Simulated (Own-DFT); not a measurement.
Simulation results for AlGa3N4 (wurtzite random alloy, strained, atoms displaced), SiGe3 (diamond-structure random alloy, atoms displaced)

Computed with Own-DFT development build. A calculation, not a measurement: plane-wave density functional theory by an unreviewed code, no spin, of a simulated periodic cell, stress positive in tension, run twice, with PBE and with PBEsol, both on files made for PBE, so the change isn't that of files made for PBEsol, forces on such cells passed a denser k mesh, this cell's mesh not checked; the far tail of each file's local potential was reset to the Coulomb form; each entry is a single point on an unrelaxed cell, so the pressure reflects the starting lattice, mostly measured values (interpolated for alloys), from which strain is counted, and rises with the displacements; printed positions are rounded, which can move forces by about a meV/angstrom; the program, named Own-DFT, is a retired in-house code; no spin-orbit coupling; stress was not checked against mesh or cutoff.

Settings shared by all entries: functional PBE, then PBEsol; potential files PseudoDojo norm-conserving, scalar-relativistic, standard set; wave cutoff 42 hartree; occupations Fermi-Dirac; smearing width 0.1 eV.

```yaml
- entry: 1
  formula: AlGa3N4
  kind: "wurtzite random alloy, strained, atoms displaced"
  structure:
    cell_angstrom: [[9.4379, 0.0, 0.0], [-4.719, 8.1735, 0.0], [0.0, 0.0, 10.2685]]
    atoms_fractional:
      - [Ga, 0.11251, 0.22025, 0.00424]
      - [Ga, 0.2215, 0.1118, 0.24267]
      - ["N", 0.11455, 0.22139, 0.18454]
      - ["N", 0.21365, 0.09193, 0.44251]
      - [Ga, 0.11406, 0.21847, 0.50369]
      - [Ga, 0.23427, 0.12744, 0.75254]
      - ["N", 0.1047, 0.22637, 0.69189]
      - ["N", 0.22909, 0.11546, 0.93878]
      - [Ga, 0.10507, 0.55131, 0.0017]
      - [Ga, 0.22717, 0.45991, 0.25671]
      - ["N", 0.10505, 0.55592, 0.18662]
      - ["N", 0.22169, 0.44189, 0.44852]
      - [Ga, 0.10767, 0.56204, 0.50637]
      - [Ga, 0.22608, 0.439, 0.75475]
      - ["N", 0.10996, 0.55297, 0.68521]
      - ["N", 0.22114, 0.4397, 0.93294]
      - [Al, 0.11003, 0.89014, 0.99609]
      - [Ga, 0.2233, 0.77666, 0.24882]
      - ["N", 0.11258, 0.87987, 0.19276]
      - ["N", 0.22604, 0.77647, 0.43874]
      - [Ga, 0.10494, 0.88759, 0.50198]
      - [Al, 0.20998, 0.77381, 0.73768]
      - ["N", 0.1107, 0.88922, 0.68892]
      - ["N", 0.22002, 0.77102, 0.93284]
      - [Ga, 0.43678, 0.20308, 0.99899]
      - [Al, 0.56339, 0.11258, 0.25056]
      - ["N", 0.43673, 0.21496, 0.18884]
      - ["N", 0.55909, 0.11055, 0.43841]
      - [Ga, 0.45328, 0.22575, 0.4969]
      - [Ga, 0.54741, 0.10277, 0.76238]
      - ["N", 0.44186, 0.22194, 0.6949]
      - ["N", 0.55147, 0.10056, 0.93556]
      - [Ga, 0.44968, 0.56489, 0.0014]
      - [Al, 0.55561, 0.44028, 0.25614]
      - ["N", 0.45368, 0.56799, 0.18798]
      - ["N", 0.54691, 0.45129, 0.44123]
      - [Ga, 0.44789, 0.555, 0.50101]
      - [Ga, 0.54704, 0.44219, 0.74696]
      - ["N", 0.44478, 0.55849, 0.68696]
      - ["N", 0.55741, 0.45046, 0.94783]
      - [Al, 0.43753, 0.87439, 0.0051]
      - [Ga, 0.54845, 0.76858, 0.25532]
      - ["N", 0.4362, 0.89411, 0.18516]
      - ["N", 0.55641, 0.77754, 0.43326]
      - [Ga, 0.44223, 0.89052, 0.49628]
      - [Ga, 0.56178, 0.78089, 0.74843]
      - ["N", 0.43771, 0.88575, 0.68309]
      - ["N", 0.54259, 0.77159, 0.94276]
      - [Al, 0.78472, 0.22884, 0.00751]
      - [Ga, 0.89155, 0.11669, 0.24339]
      - ["N", 0.77665, 0.22345, 0.19041]
      - ["N", 0.88181, 0.11069, 0.43908]
      - [Al, 0.77826, 0.22573, 0.50537]
      - [Al, 0.89064, 0.11112, 0.75272]
      - ["N", 0.77086, 0.22637, 0.6897]
      - ["N", 0.88561, 0.10448, 0.94503]
      - [Ga, 0.77537, 0.54275, 0.00246]
      - [Ga, 0.89793, 0.45063, 0.24721]
      - ["N", 0.77614, 0.55187, 0.18764]
      - ["N", 0.88638, 0.43537, 0.43267]
      - [Ga, 0.77976, 0.55137, 0.50159]
      - [Ga, 0.8929, 0.4431, 0.73608]
      - ["N", 0.77359, 0.55912, 0.68831]
      - ["N", 0.89292, 0.45219, 0.94426]
      - [Ga, 0.78597, 0.89351, 0.00492]
      - [Ga, 0.88081, 0.77071, 0.26049]
      - ["N", 0.7754, 0.89027, 0.19297]
      - ["N", 0.87483, 0.77333, 0.44186]
      - [Al, 0.77918, 0.89287, 0.49886]
      - [Ga, 0.87975, 0.77445, 0.74863]
      - ["N", 0.78746, 0.88957, 0.6849]
      - ["N", 0.89692, 0.7877, 0.93983]
  settings:
    k_mesh: "4 x 4 x 3 centred on Gamma"
  results:
    "PBE_pressure [GPa]": 10.91
    "PBE_stress_xx [GPa]": -10.96
    "PBE_stress_yy [GPa]": -11.62
    "PBE_stress_zz [GPa]": -10.15
    "PBE_stress_yz [GPa]": 0.2
    "PBE_stress_xz [GPa]": 0.74
    "PBE_stress_xy [GPa]": -0.07
    "PBEsol_pressure [GPa]": 5.89
    "PBEsol_stress_xx [GPa]": -5.92
    "PBEsol_stress_yy [GPa]": -6.59
    "PBEsol_stress_zz [GPa]": -5.16
    "PBEsol_stress_yz [GPa]": 0.18
    "PBEsol_stress_xz [GPa]": 0.72
    "PBEsol_stress_xy [GPa]": -0.07
    force_element: [Ga, Ga, "N", "N", Ga, Ga, "N", "N", Ga, Ga, "N", "N", Ga, Ga, "N", "N", Al, Ga, "N", "N", Ga, Al, "N", "N", Ga, Al, "N", "N", Ga, Ga, "N", "N", Ga, Al, "N", "N", Ga, Ga, "N", "N", Al, Ga, "N", "N", Ga, Ga, "N", "N", Al, Ga, "N", "N", Al, Al, "N", "N", Ga, Ga, "N", "N", Ga, Ga, "N", "N", Ga, Ga, "N", "N", Al, Ga, "N", "N"]
    "PBE_force_x [eV/angstrom]": [0.025, -0.034, -0.833, 0.241, -0.734, -2.063, 0.511, -1.505, 1.546, 0.742, 2.144, -0.467, 1.128, -0.921, 0.501, -0.217, 1.184, -0.225, -2.23, -1.418, 0.313, 1.598, -0.367, -0.477, 0.964, -1.49, 2.293, 0.549, -1.282, 0.179, 1.591, 1.528, -0.121, -0.528, 0.154, 3.443, -2.557, 1.1, -0.041, -0.003, -1.199, -0.08, 2.043, 0.332, 1.032, -1.064, -0.025, 1.478, -0.556, 0.354, -0.409, 0.35, 0.338, -0.845, 1.365, -0.953, -1.484, -1.887, -0.92, -0.408, -0.777, -1.448, 0.692, 0.42, -1.022, 0.531, 0.267, 0.817, -0.818, 2.066, -2.337, -0.074]
    "PBE_force_y [eV/angstrom]": [0.495, -1.718, 1.343, 3.866, -0.445, -2.484, -1.292, -1.843, 0.968, -1.428, 0.324, 0.443, -1.11, 1.504, 0.878, 0.296, -0.668, 0.126, 0.93, -0.24, -2.008, 0.217, 0.286, 1.283, 2.626, -0.557, 1.608, 1.169, -1.003, 0.116, 0.476, -0.006, -2.373, 0.192, -3.579, -2.067, 1.644, 0.702, 0.024, -1.628, 1.112, 3.245, 0.407, 0.569, -0.187, 0.143, -0.282, 2.455, -0.854, -0.73, 0.183, 0.147, -1.161, -0.155, -1.962, 2.408, 2.382, -1.102, -0.48, 0.574, 0.128, 0.764, -1.36, -3.107, -1.977, 0.807, -0.225, 0.19, -0.06, 0.452, 1.836, -1.233]
    "PBE_force_z [eV/angstrom]": [-1.316, 1.704, 1.382, -1.297, -0.615, -0.13, 0.031, 0.034, -1.0, -0.116, 0.126, -1.16, -1.669, -1.167, 1.24, 2.153, 0.525, 0.714, -1.682, -0.335, 0.333, 1.882, 0.345, -0.131, 0.888, -0.004, 0.819, -0.835, 0.623, -3.058, -1.671, 3.507, 0.231, -1.484, 0.404, -1.784, 0.701, 1.693, 0.3, -1.486, -0.993, -0.985, 0.278, 2.323, 0.5, 0.444, 0.843, -1.287, -1.426, 1.486, -0.99, 0.455, -0.735, 0.146, -0.34, -1.593, -0.135, 0.598, 1.464, 1.336, -0.335, 2.424, -0.138, -1.647, 0.395, -1.946, -0.068, 0.801, -0.258, 1.319, -0.457, -0.172]
    "PBEsol_force_x [eV/angstrom]": [0.035, -0.023, -0.819, 0.221, -0.714, -2.005, 0.671, -1.455, 1.49, 0.718, 2.098, -0.444, 1.118, -0.899, 0.463, -0.213, 1.2, -0.231, -2.169, -1.384, 0.309, 1.602, -0.52, -0.477, 0.913, -1.497, 2.119, 0.404, -1.261, 0.163, 1.534, 1.377, -0.106, -0.538, 0.038, 3.359, -2.5, 1.076, -0.03, 0.004, -1.214, -0.072, 1.968, 0.204, 0.996, -1.04, 0.1, 1.612, -0.552, 0.349, -0.238, 0.467, 0.327, -0.862, 1.245, -0.806, -1.444, -1.836, -0.767, -0.405, -0.771, -1.419, 0.685, 0.408, -0.98, 0.532, 0.267, 0.956, -0.817, 2.003, -2.275, -0.248]
    "PBEsol_force_y [eV/angstrom]": [0.486, -1.687, 1.287, 3.786, -0.417, -2.412, -1.156, -1.653, 0.959, -1.39, 0.315, 0.439, -1.093, 1.458, 0.7, 0.285, -0.651, 0.131, 0.914, -0.241, -1.939, 0.198, 0.365, 1.117, 2.569, -0.565, 1.486, 1.071, -0.993, 0.134, 0.473, 0.061, -2.307, 0.19, -3.411, -2.024, 1.593, 0.688, 0.011, -1.582, 1.106, 3.15, 0.249, 0.478, -0.186, 0.111, -0.2, 2.286, -0.84, -0.714, 0.266, 0.223, -1.144, -0.162, -1.84, 2.271, 2.332, -1.066, -0.401, 0.745, 0.152, 0.744, -1.325, -2.892, -1.924, 0.786, -0.217, 0.084, -0.069, 0.445, 1.64, -1.279]
    "PBEsol_force_z [eV/angstrom]": [-1.28, 1.66, 1.336, -1.26, -0.594, -0.123, -0.028, -0.013, -0.98, -0.12, 0.133, -1.148, -1.629, -1.146, 1.14, 2.099, 0.544, 0.698, -1.524, -0.318, 0.323, 1.879, 0.257, -0.089, 0.86, 0.013, 0.706, -0.716, 0.626, -2.99, -1.617, 3.331, 0.222, -1.479, 0.364, -1.584, 0.69, 1.641, 0.297, -1.458, -0.985, -0.956, 0.402, 2.207, 0.491, 0.433, 0.78, -1.326, -1.431, 1.453, -0.867, 0.342, -0.717, 0.167, -0.216, -1.455, -0.127, 0.589, 1.38, 1.252, -0.318, 2.362, -0.152, -1.617, 0.384, -1.895, -0.075, 0.712, -0.251, 1.279, -0.336, -0.235]
    "rms_change_of_force_components_from_PBE_to_PBEsol [eV/angstrom]": 0.075
- entry: 2
  formula: SiGe3
  kind: "diamond-structure random alloy, atoms displaced"
  structure:
    cell_angstrom: [[11.2025, 0.0, 0.0], [0.0, 11.2025, 0.0], [0.0, 0.0, 11.2025]]
    atoms_fractional:
      - [Ge, 0.99851, 0.0028, 0.99665]
      - [Ge, 0.00467, 0.25605, 0.25335]
      - [Ge, 0.25237, 0.99418, 0.24779]
      - [Ge, 0.2491, 0.24387, 0.99397]
      - [Si, 0.11695, 0.1227, 0.12864]
      - [Si, 0.12666, 0.37748, 0.38027]
      - [Ge, 0.36822, 0.12567, 0.37767]
      - [Si, 0.37344, 0.38109, 0.13025]
      - [Si, 0.99678, 0.99985, 0.5072]
      - [Ge, 0.99897, 0.25324, 0.74296]
      - [Ge, 0.25342, 0.99422, 0.75456]
      - [Ge, 0.24725, 0.23683, 0.50558]
      - [Ge, 0.13468, 0.12496, 0.6405]
      - [Si, 0.11884, 0.37659, 0.87187]
      - [Si, 0.38052, 0.12377, 0.8732]
      - [Ge, 0.37605, 0.37022, 0.62051]
      - [Ge, 0.00119, 0.50511, 0.99775]
      - [Ge, 0.99733, 0.75366, 0.25532]
      - [Ge, 0.24928, 0.50044, 0.24911]
      - [Ge, 0.24873, 0.75105, 0.99256]
      - [Ge, 0.12459, 0.62739, 0.1306]
      - [Ge, 0.12016, 0.88158, 0.3782]
      - [Ge, 0.36966, 0.62285, 0.37685]
      - [Ge, 0.37521, 0.86417, 0.1318]
      - [Ge, 0.99971, 0.50967, 0.50444]
      - [Ge, 0.99441, 0.75544, 0.74933]
      - [Ge, 0.24546, 0.50518, 0.75845]
      - [Ge, 0.25529, 0.76092, 0.4896]
      - [Ge, 0.13053, 0.62691, 0.62912]
      - [Ge, 0.12708, 0.86955, 0.88158]
      - [Ge, 0.37921, 0.62641, 0.8659]
      - [Si, 0.37168, 0.8799, 0.63146]
      - [Ge, 0.49552, 0.00404, 0.99391]
      - [Ge, 0.50257, 0.24664, 0.25041]
      - [Si, 0.75771, 0.00075, 0.25323]
      - [Ge, 0.73444, 0.24245, 0.00666]
      - [Si, 0.62112, 0.12123, 0.13172]
      - [Ge, 0.63223, 0.37121, 0.37742]
      - [Ge, 0.87519, 0.12462, 0.37262]
      - [Ge, 0.88588, 0.37581, 0.13565]
      - [Si, 0.51171, 0.00223, 0.4986]
      - [Si, 0.49666, 0.25351, 0.74703]
      - [Ge, 0.74974, 0.00412, 0.74575]
      - [Si, 0.74821, 0.24135, 0.50278]
      - [Ge, 0.61825, 0.12898, 0.62289]
      - [Si, 0.62875, 0.37744, 0.86878]
      - [Si, 0.86383, 0.13492, 0.86935]
      - [Ge, 0.87655, 0.36093, 0.62939]
      - [Ge, 0.50432, 0.50936, 0.00021]
      - [Ge, 0.51297, 0.74555, 0.24778]
      - [Ge, 0.74848, 0.49778, 0.25227]
      - [Ge, 0.75104, 0.74936, 0.99934]
      - [Ge, 0.62615, 0.62034, 0.1306]
      - [Ge, 0.62517, 0.87013, 0.37748]
      - [Ge, 0.87664, 0.62374, 0.36926]
      - [Ge, 0.8763, 0.87018, 0.12127]
      - [Si, 0.49907, 0.50671, 0.50169]
      - [Ge, 0.49794, 0.74563, 0.74078]
      - [Ge, 0.75006, 0.50135, 0.75189]
      - [Ge, 0.74173, 0.75494, 0.51081]
      - [Ge, 0.62337, 0.61825, 0.63232]
      - [Ge, 0.62887, 0.86936, 0.86848]
      - [Si, 0.86715, 0.62545, 0.87439]
      - [Ge, 0.88805, 0.87108, 0.62512]
  settings:
    k_mesh: "3 x 3 x 3 centred on Gamma"
  results:
    "PBE_pressure [GPa]": 3.76
    "PBE_stress_xx [GPa]": -3.72
    "PBE_stress_yy [GPa]": -3.77
    "PBE_stress_zz [GPa]": -3.78
    "PBE_stress_yz [GPa]": 0.34
    "PBE_stress_xz [GPa]": -0.86
    "PBE_stress_xy [GPa]": 0.79
    "PBEsol_pressure [GPa]": 1.04
    "PBEsol_stress_xx [GPa]": -1.0
    "PBEsol_stress_yy [GPa]": -1.05
    "PBEsol_stress_zz [GPa]": -1.06
    "PBEsol_stress_yz [GPa]": 0.31
    "PBEsol_stress_xz [GPa]": -0.81
    "PBEsol_stress_xy [GPa]": 0.75
    force_element: [Ge, Ge, Ge, Ge, Si, Si, Ge, Si, Si, Ge, Ge, Ge, Ge, Si, Si, Ge, Ge, Ge, Ge, Ge, Ge, Ge, Ge, Ge, Ge, Ge, Ge, Ge, Ge, Ge, Ge, Si, Ge, Ge, Si, Ge, Si, Ge, Ge, Ge, Si, Si, Ge, Si, Ge, Si, Si, Ge, Ge, Ge, Ge, Ge, Ge, Ge, Ge, Ge, Si, Ge, Ge, Ge, Ge, Ge, Si, Ge]
    "PBE_force_x [eV/angstrom]": [-0.567, 0.838, -0.785, -0.298, 1.008, 0.082, 1.443, 0.614, 0.945, 0.912, 0.253, -0.273, -1.533, 0.386, -0.457, -0.336, -0.334, 0.436, -0.295, 1.074, -0.03, -0.184, 1.286, 0.396, 0.046, 1.2, 0.33, -0.335, -0.136, -1.144, -0.229, 1.361, 0.849, -0.77, -1.074, 1.329, 0.104, -0.929, 0.343, -1.658, -2.173, 0.38, 0.451, 0.423, 0.325, -1.067, 0.697, -1.445, -0.7, -1.62, 0.737, -0.437, 1.044, 0.546, -1.04, -0.103, 0.149, -0.114, 0.765, 1.304, -0.073, -0.68, 0.984, -2.223]
    "PBE_force_y [eV/angstrom]": [0.613, -0.838, 0.807, 0.704, 0.013, -0.069, -1.061, -0.849, 1.03, -1.011, 0.204, 1.882, -0.984, -0.235, 0.749, 0.971, -0.262, 0.02, -0.676, -1.328, 0.404, 0.351, 0.287, 0.584, -1.402, -1.857, -1.541, -0.204, 1.099, 1.206, 0.136, -0.182, -1.077, 0.749, -0.671, 1.239, -1.147, 0.201, 0.093, 0.288, -0.474, -0.016, -0.291, 0.561, -0.046, -0.6, -0.56, 2.179, -1.574, 0.009, -0.334, -0.553, 0.227, 1.329, 0.522, 1.026, -1.21, 1.208, -0.967, -1.045, 0.149, 0.632, 0.222, 1.371]
    "PBE_force_z [eV/angstrom]": [-0.22, 0.796, -0.015, 0.775, -0.404, 0.506, -0.326, -1.188, -0.383, 2.377, 1.035, -0.604, -0.953, 0.475, -0.69, 0.274, -0.055, -0.422, 0.486, 1.429, -0.715, -0.028, -0.348, -1.258, -0.13, 1.497, -0.735, 1.641, -0.564, -0.96, 1.256, -1.891, 1.144, 0.107, -0.769, -0.425, -0.065, 0.82, 0.912, -1.818, 0.093, 0.818, -0.134, -0.266, 0.419, 0.93, 0.664, -2.054, -0.434, 0.995, -0.043, 0.14, -1.036, -0.297, 1.257, 0.39, -0.347, 0.325, 0.064, -0.444, -1.21, 0.205, 0.063, -0.664]
    "PBEsol_force_x [eV/angstrom]": [-0.546, 0.733, -0.735, -0.295, 0.984, 0.073, 1.37, 0.605, 0.927, 0.878, 0.165, -0.227, -1.456, 0.38, -0.491, -0.381, -0.319, 0.42, -0.291, 1.032, -0.032, -0.128, 1.205, 0.377, 0.03, 1.195, 0.349, -0.361, -0.146, -1.102, -0.224, 1.3, 0.836, -0.754, -1.006, 1.315, 0.062, -0.903, 0.368, -1.601, -2.098, 0.369, 0.399, 0.417, 0.359, -1.0, 0.677, -1.357, -0.675, -1.571, 0.723, -0.45, 1.0, 0.538, -0.995, -0.07, 0.141, -0.072, 0.727, 1.26, -0.038, -0.658, 0.963, -2.194]
    "PBEsol_force_y [eV/angstrom]": [0.515, -0.801, 0.749, 0.686, 0.006, -0.064, -1.007, -0.826, 1.009, -0.969, 0.215, 1.794, -0.927, -0.231, 0.681, 0.927, -0.252, 0.012, -0.572, -1.277, 0.384, 0.288, 0.318, 0.571, -1.328, -1.759, -1.434, -0.233, 1.056, 1.17, 0.137, -0.206, -1.103, 0.74, -0.692, 1.228, -1.089, 0.205, 0.125, 0.289, -0.437, -0.011, -0.315, 0.55, -0.08, -0.547, -0.551, 2.131, -1.457, 0.007, -0.322, -0.496, 0.228, 1.212, 0.502, 0.956, -1.181, 1.115, -0.929, -1.011, 0.193, 0.61, 0.221, 1.276]
    "PBEsol_force_z [eV/angstrom]": [-0.212, 0.759, 0.025, 0.751, -0.395, 0.498, -0.33, -1.158, -0.379, 2.232, 1.014, -0.553, -0.912, 0.467, -0.633, 0.255, 0.021, -0.419, 0.478, 1.382, -0.693, -0.063, -0.37, -1.22, -0.111, 1.413, -0.747, 1.548, -0.541, -0.93, 1.214, -1.824, 1.116, 0.168, -0.719, -0.406, -0.097, 0.726, 0.864, -1.736, 0.063, 0.72, -0.156, -0.261, 0.438, 0.943, 0.647, -1.949, -0.415, 0.959, -0.042, 0.169, -1.002, -0.284, 1.215, 0.349, -0.341, 0.362, -0.005, -0.437, -1.128, 0.2, 0.063, -0.595]
    "rms_change_of_force_components_from_PBE_to_PBEsol [eV/angstrom]": 0.047
- entry: 3
  formula: SiGe3
  kind: "diamond-structure random alloy, atoms displaced"
  structure:
    cell_angstrom: [[11.2025, 0.0, 0.0], [0.0, 11.2025, 0.0], [0.0, 0.0, 11.2025]]
    atoms_fractional:
      - [Ge, 0.00129, 0.00125, 0.00497]
      - [Ge, 0.00117, 0.26274, 0.23284]
      - [Ge, 0.248, 0.99932, 0.24853]
      - [Ge, 0.24453, 0.24633, 0.99853]
      - [Ge, 0.1278, 0.12187, 0.12211]
      - [Si, 0.12844, 0.36225, 0.37069]
      - [Ge, 0.38087, 0.12559, 0.36199]
      - [Si, 0.37199, 0.37262, 0.12636]
      - [Si, 0.00375, 0.99041, 0.4911]
      - [Ge, 0.99592, 0.25299, 0.73762]
      - [Ge, 0.24785, 0.00141, 0.74699]
      - [Si, 0.25551, 0.25057, 0.49872]
      - [Ge, 0.1247, 0.12674, 0.63153]
      - [Ge, 0.13379, 0.36791, 0.88716]
      - [Ge, 0.37524, 0.12427, 0.88162]
      - [Ge, 0.36939, 0.37884, 0.62806]
      - [Ge, 0.99196, 0.50516, 0.99347]
      - [Ge, 0.00321, 0.75813, 0.24695]
      - [Ge, 0.24488, 0.50276, 0.24604]
      - [Ge, 0.25417, 0.75031, 0.99414]
      - [Ge, 0.12074, 0.61546, 0.12251]
      - [Ge, 0.12348, 0.87329, 0.37121]
      - [Ge, 0.37377, 0.62782, 0.3728]
      - [Ge, 0.36634, 0.8741, 0.12557]
      - [Ge, 0.99985, 0.502, 0.50905]
      - [Ge, 0.99383, 0.74687, 0.74583]
      - [Si, 0.24557, 0.50072, 0.75387]
      - [Ge, 0.25439, 0.74212, 0.50107]
      - [Ge, 0.11886, 0.62271, 0.62225]
      - [Ge, 0.12151, 0.88369, 0.88064]
      - [Si, 0.37226, 0.62802, 0.86561]
      - [Ge, 0.37132, 0.87484, 0.62902]
      - [Ge, 0.49718, 0.99207, 0.00342]
      - [Ge, 0.50377, 0.25619, 0.25356]
      - [Ge, 0.75635, 0.98659, 0.25726]
      - [Ge, 0.73389, 0.2564, 0.00082]
      - [Ge, 0.63309, 0.1183, 0.12096]
      - [Ge, 0.62409, 0.37794, 0.37136]
      - [Ge, 0.87573, 0.12633, 0.36952]
      - [Ge, 0.8853, 0.37085, 0.11871]
      - [Si, 0.50807, 0.00424, 0.50009]
      - [Ge, 0.5071, 0.2455, 0.75755]
      - [Si, 0.74147, 0.00553, 0.75234]
      - [Si, 0.74582, 0.24078, 0.49587]
      - [Si, 0.62501, 0.12232, 0.63102]
      - [Ge, 0.625, 0.37593, 0.8752]
      - [Si, 0.87771, 0.12453, 0.87889]
      - [Si, 0.87191, 0.38334, 0.61943]
      - [Si, 0.51272, 0.49983, 0.99408]
      - [Ge, 0.51097, 0.75402, 0.25335]
      - [Si, 0.76213, 0.49181, 0.25484]
      - [Ge, 0.74591, 0.75266, 0.00619]
      - [Ge, 0.62461, 0.62976, 0.11118]
      - [Ge, 0.62738, 0.87259, 0.37506]
      - [Ge, 0.86945, 0.62909, 0.36862]
      - [Ge, 0.86773, 0.8744, 0.13077]
      - [Ge, 0.501, 0.50042, 0.5041]
      - [Ge, 0.51129, 0.75341, 0.74807]
      - [Ge, 0.74468, 0.49983, 0.76548]
      - [Si, 0.74981, 0.74312, 0.49415]
      - [Ge, 0.62636, 0.62356, 0.61559]
      - [Ge, 0.62091, 0.86662, 0.88312]
      - [Si, 0.87352, 0.63281, 0.87403]
      - [Ge, 0.87116, 0.87578, 0.62568]
  settings:
    k_mesh: "3 x 3 x 3 centred on Gamma"
  results:
    "PBE_pressure [GPa]": 4.13
    "PBE_stress_xx [GPa]": -4.12
    "PBE_stress_yy [GPa]": -4.23
    "PBE_stress_zz [GPa]": -4.04
    "PBE_stress_yz [GPa]": -0.25
    "PBE_stress_xz [GPa]": -0.31
    "PBE_stress_xy [GPa]": -0.14
    "PBEsol_pressure [GPa]": 1.4
    "PBEsol_stress_xx [GPa]": -1.38
    "PBEsol_stress_yy [GPa]": -1.49
    "PBEsol_stress_zz [GPa]": -1.32
    "PBEsol_stress_yz [GPa]": -0.24
    "PBEsol_stress_xz [GPa]": -0.3
    "PBEsol_stress_xy [GPa]": -0.12
    force_element: [Ge, Ge, Ge, Ge, Ge, Si, Ge, Si, Si, Ge, Ge, Si, Ge, Ge, Ge, Ge, Ge, Ge, Ge, Ge, Ge, Ge, Ge, Ge, Ge, Ge, Si, Ge, Ge, Ge, Si, Ge, Ge, Ge, Ge, Ge, Ge, Ge, Ge, Ge, Si, Ge, Si, Si, Si, Ge, Si, Si, Si, Ge, Si, Ge, Ge, Ge, Ge, Ge, Ge, Ge, Ge, Si, Ge, Ge, Si, Ge]
    "PBE_force_x [eV/angstrom]": [-1.421, 1.568, 0.011, 2.091, -0.42, -0.104, -0.196, 0.735, -0.612, -0.452, 0.239, -0.376, 0.047, -2.139, 0.168, 0.412, 0.589, -0.396, 0.659, -0.788, -0.057, 1.053, 0.907, 1.067, -0.425, 0.584, -0.003, -0.783, 1.314, 0.239, 1.175, 1.151, -0.09, -0.155, -0.771, 2.708, -0.936, 0.999, 0.808, -2.993, -0.998, -1.141, 1.053, 0.17, 0.191, -0.857, -0.948, -1.236, -2.972, -1.664, -0.844, 1.759, 0.02, 0.088, 1.172, 1.399, -0.86, -1.472, 1.415, 0.168, 0.699, 0.737, -0.64, -0.645]
    "PBE_force_y [eV/angstrom]": [0.06, -2.572, 0.117, -0.462, 0.417, 1.32, -0.194, 0.625, 1.45, 0.415, 0.154, -0.709, -0.343, 1.838, -0.436, -0.469, -0.362, -1.546, -1.263, -0.721, 1.649, -0.128, -0.695, -0.561, -0.985, 0.784, 0.121, 0.969, 0.267, -1.288, -0.658, 0.257, 0.635, -0.525, 2.043, -1.079, -0.327, 0.05, 0.015, 1.739, -0.288, 0.206, -0.731, 0.984, 0.34, -0.073, 0.596, -1.03, 0.217, -0.7, 0.418, 0.02, -1.769, 0.307, -0.333, -0.217, -0.377, -0.982, 0.881, 0.91, 0.243, 1.599, -0.172, 0.35]
    "PBE_force_z [eV/angstrom]": [-0.031, 2.429, 0.295, 1.563, 0.654, 0.767, 1.963, -0.655, 1.225, 1.637, 0.988, -0.243, -2.272, -2.529, -0.642, 0.27, -0.425, -0.492, 0.779, 0.1, -0.508, 0.851, -0.429, 0.459, -2.555, 0.66, 0.15, 0.131, 1.217, -1.038, 0.251, -0.838, 0.19, -1.921, -0.084, 0.054, 1.298, 1.058, 0.293, -1.127, 0.056, -0.934, 0.879, 0.772, -0.942, -0.038, -0.738, 0.554, 0.281, -1.181, -1.448, -1.164, 2.418, 1.694, 0.448, -1.217, -0.802, -0.471, -2.138, 0.609, 1.203, -0.858, 0.277, -0.755]
    "PBEsol_force_x [eV/angstrom]": [-1.322, 1.485, 0.017, 1.982, -0.41, -0.147, -0.185, 0.689, -0.602, -0.362, 0.224, -0.318, 0.047, -2.093, 0.16, 0.465, 0.622, -0.394, 0.626, -0.796, -0.054, 1.048, 0.875, 1.033, -0.389, 0.596, -0.049, -0.755, 1.228, 0.243, 1.169, 1.088, -0.091, -0.134, -0.737, 2.604, -0.914, 0.893, 0.77, -2.864, -1.022, -1.132, 1.047, 0.176, 0.135, -0.781, -0.89, -1.177, -2.844, -1.611, -0.816, 1.652, 0.052, 0.093, 1.199, 1.349, -0.83, -1.407, 1.307, 0.172, 0.621, 0.683, -0.633, -0.594]
    "PBEsol_force_y [eV/angstrom]": [0.03, -2.519, 0.112, -0.483, 0.402, 1.333, -0.18, 0.582, 1.415, 0.373, 0.152, -0.735, -0.333, 1.746, -0.423, -0.442, -0.406, -1.493, -1.161, -0.642, 1.595, -0.16, -0.666, -0.528, -0.876, 0.793, 0.073, 0.932, 0.279, -1.24, -0.565, 0.223, 0.612, -0.543, 1.971, -1.03, -0.303, 0.03, -0.013, 1.662, -0.324, 0.237, -0.8, 0.969, 0.39, -0.112, 0.615, -0.967, 0.213, -0.67, 0.408, 0.047, -1.626, 0.289, -0.312, -0.21, -0.356, -0.925, 0.829, 0.888, 0.203, 1.518, -0.169, 0.293]
    "PBEsol_force_z [eV/angstrom]": [0.002, 2.292, 0.264, 1.485, 0.619, 0.697, 1.842, -0.612, 1.198, 1.591, 0.965, -0.189, -2.134, -2.416, -0.623, 0.248, -0.344, -0.474, 0.745, 0.138, -0.485, 0.766, -0.396, 0.431, -2.466, 0.587, 0.103, 0.125, 1.139, -0.993, 0.256, -0.785, 0.182, -1.816, -0.095, 0.067, 1.245, 1.028, 0.219, -1.108, 0.0, -0.848, 0.89, 0.679, -0.884, -0.068, -0.686, 0.567, 0.27, -1.143, -1.415, -1.088, 2.347, 1.555, 0.437, -1.158, -0.774, -0.468, -2.066, 0.592, 1.199, -0.803, 0.271, -0.706]
    "rms_change_of_force_components_from_PBE_to_PBEsol [eV/angstrom]": 0.055
```
